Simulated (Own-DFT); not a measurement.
# Computed records: Hf₁₆O₃₁ (monoclinic hafnia with two neutral oxygen vacancies, atoms displaced)

A calculation, not a measurement: plane-wave PBE and HSE06 DFT by an unreviewed code, no spin, of a simulated cell at Gamma alone, so results move with cell size and shape, stress positive in tension, energies less offsets, not probed for a lower state with spin; hafnium file: forces about 75 meV/angstrom off all-electron values; oxygen file: force components 24 meV/angstrom off all-electron in a glass; k mesh not checked against a denser one; forces and stress are PBE's, HSE06 gives the energy alone, and its difference from PBE has offsets of its own; offsets are fitted by least squares, one for each functional and potential file, so energies compare only between cells with the same atoms and settings and are not formation energies; the far tail of each file's local potential was reset to the Coulomb form; each entry is a single point on an unrelaxed cell, so the pressure reflects the starting lattice, mostly measured values, from which strain is counted, and rises with the displacements; printed positions are rounded, which can move forces by about a meV/angstrom; the program is a retired in-house code; no spin-orbit coupling. Program: Own-DFT development build.

Settings shared by all entries: first functional PBE; second functional HSE06; exact exchange share 0.25; screening 0.11 1/bohr; exchange divergence Gygi-Baldereschi; potential files PseudoDojo norm-conserving, scalar-relativistic, made for PBE, standard set; wave cutoff 48 hartree; occupations fixed; k mesh 1 x 1 x 1 centred on Gamma.

(1) Hf₁₆O₃₁ (monoclinic hafnia with two neutral oxygen vacancies, atoms displaced)

```xyz
94
Lattice="10.2340 0.0000 0.0000 0.0000 10.3500 0.0000 -1.6955 0.0000 10.4453" Properties=species:S:1:pos:R:3 Hf16O31
Hf     1.2496     0.1016     1.1490
Hf     3.4347     2.8058     1.5479
Hf     3.0907     4.9455     4.1677
Hf     0.9392     2.4066     3.6370
O      0.1267     1.8211     1.8495
O      4.6532     4.2920     0.8357
O      4.3177     3.4130     3.5617
O     -0.3259     0.7432     4.4187
O      1.9390     3.9478     2.5817
O      2.6008     1.3659     0.0985
O      2.2932     1.3181     2.6538
O      1.4915     3.9898     5.1884
Hf     0.4202     0.2509     6.2253
Hf     2.7120     2.9315     6.6506
Hf     2.1829     4.9525     9.3050
Hf    -0.0030     2.4824     8.9466
O     -0.6718     1.7087     6.9550
O      3.3581     3.4405     8.5624
O     -1.1776     0.9365     9.7577
O      1.0677     3.9384     7.8099
O      1.9833     1.2525     5.3334
O      1.5551     1.2176     7.9154
O      0.6965     3.9678    10.2930
Hf     1.2626     5.4134     0.9383
Hf     3.4979     8.0114     1.5304
Hf     3.0500    10.1568     4.2838
Hf     0.8995     7.5423     3.5853
O      0.0131     6.9149     1.7651
O      4.6486     9.5280     0.8633
O      4.1121     8.5880     3.5425
O     -0.1720     6.0060     4.3862
O      1.9463     9.1141     2.5150
O      2.8558     6.3423     0.0773
O      2.3076     6.4786     2.6114
O      1.5657     9.0387     5.0398
Hf     0.2868     5.4863     6.3071
Hf     2.5975     7.9495     6.7382
Hf     2.2477    10.1971     9.3999
Hf    -0.1047     7.4866     8.9908
O     -0.8289     6.8809     7.1144
O      3.8115     9.5000     6.1470
O      3.3529     8.6342     8.7459
O     -1.1854     5.9706     9.5813
O      1.2100     9.1936     7.7231
O      2.0245     6.5649     5.4011
O      1.5458     6.4662     7.8726
O      2.2763     9.0091     0.0199
Hf     6.3164     0.2681     1.0999
Hf     8.5433     2.8076     1.5763
Hf     8.0975     4.9360     4.2087
Hf     5.8226     2.2837     3.6917
O      5.1078     1.6784     1.7790
O      9.7542     4.2628     0.6855
O      9.2848     3.5832     3.3574
O      4.9630     0.9035     4.4594
O      6.9769     4.0086     2.4614
O      7.8326     1.3303     0.1716
O      7.5776     1.3197     2.6202
O      6.6489     3.7855     5.0914
Hf     5.6235     0.1515     6.4095
Hf     7.8408     2.8143     6.8646
Hf     7.4385     4.9255     9.3574
Hf     5.0752     2.3916     8.9834
O      4.4793     1.7533     7.0404
O      8.8898     4.2058     6.0587
O      8.5489     3.4103     8.6816
O      3.9055     0.9318     9.7502
O      6.3140     3.8949     7.5925
O      7.0402     1.3291     5.3152
O      6.4307     1.2656     7.9969
O      5.7853     3.9614    10.3498
Hf     6.2807     5.1766     1.0702
Hf     8.4688     8.0691     1.5590
Hf     8.2792    10.0110     4.1337
Hf     5.7424     7.5119     3.6185
O      5.0814     6.8065     1.8545
O      9.7039     9.5044     0.8608
O      9.2871     8.5914     3.4122
O      6.9649     9.2457     2.5475
O      7.7547     6.4894     0.0919
O      7.5434     6.4108     2.6894
O      6.6518     8.9001     5.1569
Hf     5.4661     5.4791     6.3358
Hf     7.7844     8.0623     6.6995
Hf     7.4182    10.1707     9.3666
Hf     4.9848     7.4481     8.9648
O      4.3494     6.8145     6.9975
O      8.9434     9.4591     6.2040
O      8.5225     8.5974     8.6794
O      3.8427     6.0280     9.6442
O      6.1917     9.0660     7.7115
O      7.0216     6.4549     5.3323
O      6.6339     6.3656     8.0116
O      5.7528     9.0340    10.3735
```

Results for Hf₁₆O₃₁ (monoclinic hafnia with two neutral oxygen vacancies, atoms displaced): PBE energy of cell above offsets -82.637 eV; HSE06 less PBE above offsets 0.715 eV; PBE pressure 7.99 GPa; PBE stress xx -9.89 GPa; PBE stress yy -7.99 GPa; PBE stress zz -6.08 GPa; PBE stress yz 0.54 GPa; PBE stress xz -0.13 GPa; PBE stress xy -0.08 GPa.

Force:
```tsv
element	x (eV/Å)	y (eV/Å)	z (eV/Å)
Hf	-1.152	2.405	-0.577
Hf	-0.209	-0.443	-0.653
Hf	-0.138	1.277	0.305
Hf	-3.28	0.666	0.512
O	-0.554	-0.502	-0.141
O	-2.847	-2.074	-0.476
O	-3.712	2.175	-0.893
O	0.749	1.36	-1.177
O	0.36	-0.029	-0.878
O	2.695	0.757	0.89
O	2.194	-1.139	1.161
O	0.986	-1.79	-0.404
Hf	0.932	-0.794	3.006
Hf	0.362	-1.441	1.666
Hf	0.704	0.813	-0.911
Hf	2.031	-2.86	-0.501
O	-0.795	0.774	1.184
O	0.372	0.361	-0.015
O	-1.784	-0.67	-1.456
O	-0.313	0.283	-1.522
O	0.902	2.419	-0.62
O	0.265	1.12	0.751
O	-1.016	-1.993	1.025
Hf	-1.278	-0.489	3.693
Hf	-0.828	-0.505	-0.415
Hf	1.255	0.425	-0.683
Hf	-1.08	-0.459	0.854
O	0.448	-0.076	-0.775
O	-1.045	-0.849	0.227
O	0.288	-0.204	-0.775
O	-1.485	0.093	0.673
O	0.035	0.046	0.579
O	-0.079	2.752	0.046
O	1.204	-0.696	0.389
O	-0.975	-0.7	0.52
Hf	1.84	-1.207	-0.441
Hf	0.277	1.307	0.795
Hf	-1.239	-0.357	-1.526
Hf	2.327	1.907	-1.273
O	-0.054	0.012	-0.277
O	0.166	0.325	-0.894
O	0.247	-0.269	-0.119
O	1.047	0.956	0.023
O	-1.325	-1.167	-0.139
O	-0.127	-0.741	-1.529
O	-0.6	-0.337	1.101
O	0.436	-0.953	-1.332
Hf	2.448	-0.604	0.637
Hf	0.565	0.19	-0.015
Hf	-0.675	0.404	-1.662
Hf	6.549	2.167	0.175
O	-1.003	1.062	0.629
O	1.674	0.312	1.093
O	1.645	-1.167	0.428
O	-5.15	-4.723	1.027
O	0.305	-1.902	1.043
O	1.3	0.869	-1.154
O	-0.718	-0.695	1.452
O	-0.442	0.192	-0.408
Hf	-0.584	1.475	-1.465
Hf	-2.568	-2.086	-3.512
Hf	-4.717	0.402	-1.031
Hf	0.206	0.31	-0.769
O	-2.765	1.111	-0.938
O	1.957	2.245	-0.307
O	-0.383	0.227	0.01
O	-0.953	0.285	-1.399
O	-1.337	0.671	1.953
O	1.811	-0.622	1.478
O	3.671	-1.187	1.171
O	-0.66	-1.949	-1.058
Hf	3.495	4.5	0.333
Hf	-0.843	-2.84	-1.165
Hf	-3.582	3.031	0.742
Hf	2.898	-1.251	1.854
O	0.018	0.272	0.02
O	0.763	0.633	-0.2
O	1.658	-1.193	0.081
O	0.038	-1.283	0.198
O	1.115	0.796	0.506
O	-0.868	0.86	0.776
O	-0.108	0.756	-0.799
Hf	2.578	-3.172	-1.063
Hf	-2.819	-2.878	1.457
Hf	-1.601	-0.161	0.866
Hf	2.448	1.002	0.519
O	-1.899	2.069	1.113
O	0.984	1.346	-1.773
O	-0.358	0.679	0.443
O	-0.878	-0.609	-0.336
O	0.78	-0.308	0.699
O	-0.123	0.454	0.199
O	0.134	0.761	-0.296
O	-0.214	0.063	-0.553
```

(2) Hf₁₆O₃₁ (monoclinic hafnia with two neutral oxygen vacancies, atoms displaced)

```xyz
94
Lattice="10.2340 0.0000 0.0000 0.0000 10.3500 0.0000 -1.6955 0.0000 10.4453" Properties=species:S:1:pos:R:3 Hf16O31
Hf     1.3117     0.2127     0.9592
Hf     3.5469     2.7218     1.5650
Hf     3.0028     5.0623     4.0889
Hf     0.8361     2.2910     3.7834
O      0.0101     1.7944     1.8574
O      4.5101     4.3636     0.6301
O      4.1495     3.4864     3.3151
O     -0.4161     0.7993     4.4615
O      1.8391     4.0045     2.4627
O      2.8193     1.2797     0.1394
O      2.4050     1.1533     2.7533
O      1.4983     3.7908     4.9682
Hf     0.5543     0.2905     6.2158
Hf     2.5854     2.6790     6.7672
Hf     2.1277     5.0675     9.3711
Hf    -0.0566     2.4659     8.8713
O     -0.8036     1.6414     7.0450
O      3.8884     4.1999     6.0788
O      3.3631     3.4427     8.7001
O     -1.1788     0.8879     9.7561
O      1.9354     1.4278     5.3245
O      1.4465     1.2803     7.9318
O      0.5409     3.8535    10.3517
Hf     1.3135     5.3538     1.1528
Hf     3.4459     8.0028     1.4918
Hf     3.1961    10.1036     4.1826
Hf     0.8393     7.7332     3.7023
O      0.1088     6.8319     1.6629
O      4.5481     9.5156     0.7282
O      4.2578     8.6643     3.3595
O     -0.4501     6.0643     4.5136
O      1.9081     8.9914     2.3606
O      2.8544     6.4379     0.2450
O      2.3281     6.4212     2.6503
O      1.5085     9.0616     5.1589
Hf     0.2493     5.4065     6.3887
Hf     2.5547     7.9626     6.7546
Hf     2.2403    10.0246     9.4016
Hf    -0.0814     7.5862     8.9103
O     -0.8009     6.9079     7.1510
O      3.7895     9.3739     6.1659
O      3.1083     8.5999     8.6394
O     -1.2356     6.1202     9.6394
O      0.9858     9.2735     7.5584
O      1.9255     6.5987     5.3066
O      0.5724     8.9580    10.2478
Hf     6.3084     0.2453     1.0486
Hf     8.5991     2.6594     1.5397
Hf     8.0871     4.9346     4.1443
Hf     6.0491     2.2867     3.6266
O      5.2745     1.8253     1.8593
O      9.8235     4.3106     0.8531
O      9.2530     3.5995     3.4121
O      4.9108     0.9243     4.3498
O      6.9262     3.9878     2.5139
O      6.2760     1.5053    10.4043
O      7.5157     1.2913     2.6432
O      6.6628     3.8110     5.2929
Hf     5.2621     0.1566     6.3077
Hf     7.6398     2.9180     6.6557
Hf     7.4465     5.0516     9.4216
Hf     5.0062     2.3854     9.0003
O      4.2653     1.6624     6.9943
O      8.8473     4.4160     6.0137
O      8.4856     3.4869     8.5791
O      3.9191     0.9515     9.7434
O      6.0670     3.8441     7.8009
O      7.2239     1.4050     5.3544
O      6.6144     1.3248     7.9466
O      5.7886     3.8561    10.2527
Hf     6.4165     5.4261     1.0044
Hf     8.5738     7.8600     1.3565
Hf     8.1942    10.1129     4.0549
Hf     6.0456     7.5350     3.6696
O      5.1549     6.9117     1.8701
O      9.7508     9.6217     0.7835
O      9.3226     8.5929     3.4661
O      4.8850     6.1426     4.3454
O      6.8954     9.0715     2.4654
O      8.0404     6.4640     0.1101
O      7.6065     6.5883     2.5869
O      6.6230     9.0813     5.0850
Hf     5.5448     5.4840     6.3249
Hf     7.6773     7.9683     6.7398
Hf     7.2741    10.1887     9.4780
Hf     5.1971     7.4648     8.8762
O      4.5037     6.7845     7.2118
O      8.9210     9.4479     5.9010
O      8.5191     8.6074     8.5666
O      3.7519     5.9883     9.6331
O      6.1942     9.0051     7.6519
O      7.0210     6.4581     5.3917
O      6.5240     6.4424     7.9165
O      5.6661     8.9924    10.2588
```

Results for Hf₁₆O₃₁ (monoclinic hafnia with two neutral oxygen vacancies, atoms displaced): PBE energy of cell above offsets -78.185 eV; HSE06 less PBE above offsets 1.106 eV; PBE pressure 9.16 GPa; PBE stress xx -9.18 GPa; PBE stress yy -8.36 GPa; PBE stress zz -9.95 GPa; PBE stress yz -0.81 GPa; PBE stress xz -0.71 GPa; PBE stress xy -0.69 GPa.

Force:
```tsv
element	x (eV/Å)	y (eV/Å)	z (eV/Å)
Hf	-0.386	0.379	2.089
Hf	-2.089	2.995	-1.485
Hf	0.558	-1.906	0.545
Hf	-1.361	1.991	-2.445
O	2.296	-1.899	0.241
O	1.712	-1.502	3.337
O	0.892	0.074	1.191
O	1.931	2.135	-1.635
O	1.023	-2.309	1.645
O	0.768	0.542	-0.032
O	0.029	0.072	0.489
O	0.029	1.095	1.534
Hf	-5.464	-0.352	2.596
Hf	0.711	4.779	1.037
Hf	-1.564	-2.432	-1.468
Hf	-0.38	-0.906	-0.156
O	0.167	0.956	-0.303
O	-0.948	0.978	-1.191
O	-1.758	0.182	-0.683
O	-0.821	0.733	-1.854
O	1.646	-1.736	-1.096
O	1.781	0.37	0.312
O	0.215	-0.597	-1.149
Hf	-0.721	-0.467	-1.335
Hf	0.281	-2.381	-0.014
Hf	-1.299	0.132	-2.4
Hf	-1.194	-3.103	-0.667
O	-1.882	2.61	1.136
O	1.618	0.035	2.039
O	-0.517	0.842	0.976
O	0.985	1.216	-0.799
O	-0.596	0.939	1.47
O	0.065	1.274	-1.732
O	0.908	1.084	2.081
O	1.323	0.237	-1.727
Hf	1.219	0.32	-1.406
Hf	-2.004	-1.737	0.853
Hf	-3.134	4.443	-1.83
Hf	0.765	-0.998	-0.009
O	-0.164	-0.782	-1.454
O	-1.058	0.092	-1.725
O	3.54	-2.886	-0.729
O	1.46	0.646	0.108
O	1.032	-2.864	1.781
O	0.39	-0.585	0.503
O	0.711	1.186	0.916
Hf	0.671	-0.941	0.641
Hf	0.391	4.748	-0.807
Hf	1.121	1.242	-0.301
Hf	0.552	4.336	2.935
O	0.123	-1.903	-1.776
O	-1.456	-0.485	-0.827
O	1.264	-2.356	0.103
O	-2.896	-2.693	1.31
O	-0.204	0.186	-0.313
O	-0.209	-2.749	2.161
O	0.301	-1.332	-0.219
O	-2.413	1.586	-4.207
Hf	7.773	2.166	1.552
Hf	1.271	-3.772	4.362
Hf	-1.119	-4.132	-0.783
Hf	2.383	2.759	-2.908
O	-0.304	-0.581	0.448
O	0.196	-0.727	0.797
O	0.25	0.834	0.246
O	-1.715	-2.242	-0.029
O	0.782	1.761	-1.375
O	-1.073	-1.008	-1.944
O	-0.485	-1.66	0.216
O	-0.619	1.196	1.968
Hf	-2.359	-1.877	0.66
Hf	2.417	2.407	2.958
Hf	-1.13	-0.51	2.545
Hf	0.074	1.335	-0.165
O	0.796	-0.741	-1.197
O	-1.397	-1.856	1.095
O	0.076	-0.223	-1.64
O	-2.522	-1.778	1.065
O	0.968	1.338	-1.197
O	-1.637	-0.118	-1.777
O	-0.808	-1.759	1.089
O	-0.99	-0.821	-0.31
Hf	-1.225	-5.255	-0.381
Hf	2.329	2.125	-1.371
Hf	1.122	0.931	-3.727
Hf	-2.236	1.166	1.508
O	-5.785	2.739	-2.023
O	-0.048	-0.92	0.836
O	-1.931	1.811	1.024
O	4.355	3.225	0.138
O	-1.616	0.874	1.02
O	1.616	1.459	-0.904
O	4.243	-1.2	1.252
O	0.393	0.523	0.698
```
